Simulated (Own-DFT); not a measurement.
# Which defects push the lattice out? zincblende GaP

Calculated, not measured: single-point runs of Own-DFT, a retired in-house plane-wave DFT program that no person has reviewed, on unrelaxed cells, without spin or spin-orbit coupling.

Common settings: PBE; PseudoDojo norm-conserving scalar-relativistic files; cutoff 42 hartree; 2 x 3 x 3 k mesh centred on Gamma; Fermi-Dirac smearing of 0.1 eV.

Caveats (not all hold for every row): not probed for a lower state with spin; forces on such cells failed a check on a denser k mesh; forces on such cells moved up to 12 meV/angstrom on a denser k mesh; forces on such cells passed a denser k mesh, each cell not checked; stress not checked against mesh or cutoff.

All runs share one cell, with vectors in Å (16.352, 0.000, 0.000); (0.000, 10.901, 0.000); (0.000, 0.000, 10.901) and a volume of 1943.1 Å³. u is the rms random offset of the atoms per axis. The defect's site can differ from row to row.

```
cell,formula,u (Å),P (GPa)
no defect,Ga48P48,0.0197,2.71
no defect,Ga48P48,0.0204,2.72
no defect,Ga48P48,0.0504,3.27
two P on a Ga site each,Ga46P50,0.0290,2.92
two P on a Ga site each,Ga46P50,0.0316,2.98
two P on a Ga site each,Ga46P50,0.0535,3.63
two P vacancies,Ga48P46,0.0273,2.46
two P vacancies,Ga48P46,0.0327,2.51
two P vacancies,Ga48P46,0.0484,2.93
two P vacancies,Ga48P46,0.0494,?
one Ga on a P site and one P on a Ga site,Ga48P48,0.0281,2.95
one Ga on a P site and one P on a Ga site,Ga48P48,0.0496,3.40
one Ga on a P site and one P on a Ga site,Ga48P48,0.0499,3.32
```

## Fit

P = P0 + c u² + a shift for each defect gives P0 = 2.58 GPa, c = 290 ± 19 GPa/Å² and a scatter of 0.06 GPa. The shifts, and each times the cell's volume:

- two P on a Ga site each: 0.15 ± 0.05 GPa, 1.8 eV (0.9 eV for each of its 2 sites)
- one Ga on a P site and one P on a Ga site: 0.09 ± 0.05 GPa, 1.1 eV (not resolved)
- two P vacancies: -0.35 ± 0.05 GPa, -4.2 eV (-2.1 eV for each of its 2 sites)

Against the defect-free cell, a freed cell would be larger where the shift is positive and smaller where it is negative (160.2 GPa Å³ is 1 eV). The atoms around the defects weren't relaxed, which would change these numbers.

## Withheld run

The question: what pressure belongs in the blank (two P vacancies, u = 0.0494 Å)?

Estimate: 2.94 ± 0.07 GPa. DFT gave 2.76 GPa.
